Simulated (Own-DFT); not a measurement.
# Point defects and the pressure they add: C11b WSi2

The numbers are computed, not measured, by runs of the plane-wave DFT program Own-DFT (in-house, retired, unreviewed) at fixed positions, with no spin and no spin-orbit coupling.

Method: PBE; PseudoDojo norm-conserving scalar-relativistic files; cutoff 50 hartree; 5 x 5 x 5 k mesh centred on Gamma; cold (Marzari-Vanderbilt) smearing of 0.2 eV.

Caveats: forces on such cells failed a check on a denser k mesh; stress not checked against mesh or cutoff.

All runs share one cell, with vectors in Å (-2.148, -5.953, 3.409); (-6.444, 2.976, 1.136); (-2.553, -2.948, -6.757) and a volume of 403.2 Å³. The atoms are randomly displaced, by u rms on each axis. The defect's site can differ from row to row.

| cell | formula | u (Å) | P (GPa) |
|---|---|---|---|
| no defect | Si20W10 | 0.0171 | 4.20 |
| no defect | Si20W10 | 0.0206 | 4.45 |
| no defect | Si20W10 | 0.0503 | 6.13 |
| one W on a Si site | Si19W11 | 0.0298 | 9.82 |
| one W on a Si site | Si19W11 | 0.0314 | 9.96 |
| one W on a Si site | Si19W11 | 0.0470 | 11.46 |
| one Si vacancy | Si19W10 | 0.0263 | ? |
| one Si vacancy | Si19W10 | 0.0283 | 3.43 |
| one Si vacancy | Si19W10 | 0.0474 | 4.11 |
| one Si vacancy | Si19W10 | 0.0474 | 3.89 |
| one Si on a W site | Si21W9 | 0.0310 | 6.16 |
| one Si on a W site | Si21W9 | 0.0469 | 6.60 |
| one Si on a W site | Si21W9 | 0.0550 | 7.64 |

## Fit

P = P0 + c u² + a shift for each defect gives P0 = 4.09 GPa, c = 772 ± 107 GPa/Å² and a scatter of 0.30 GPa. The shifts, and each times the cell's volume:

- one W on a Si site: 5.27 ± 0.25 GPa, 13.3 eV
- one Si on a W site: 1.11 ± 0.27 GPa, 2.8 eV
- one Si vacancy: -1.64 ± 0.25 GPa, -4.1 eV

Against the defect-free cell, a freed cell would be larger where the shift is positive and smaller where it is negative (160.2 GPa Å³ is 1 eV). The atoms around the defects weren't relaxed, which would change these numbers.

## The run left out

The question: what pressure belongs in the blank (one Si vacancy, u = 0.0263 Å)?

The fit gives 2.98 ± 0.36 GPa. Computed: 3.13 GPa.
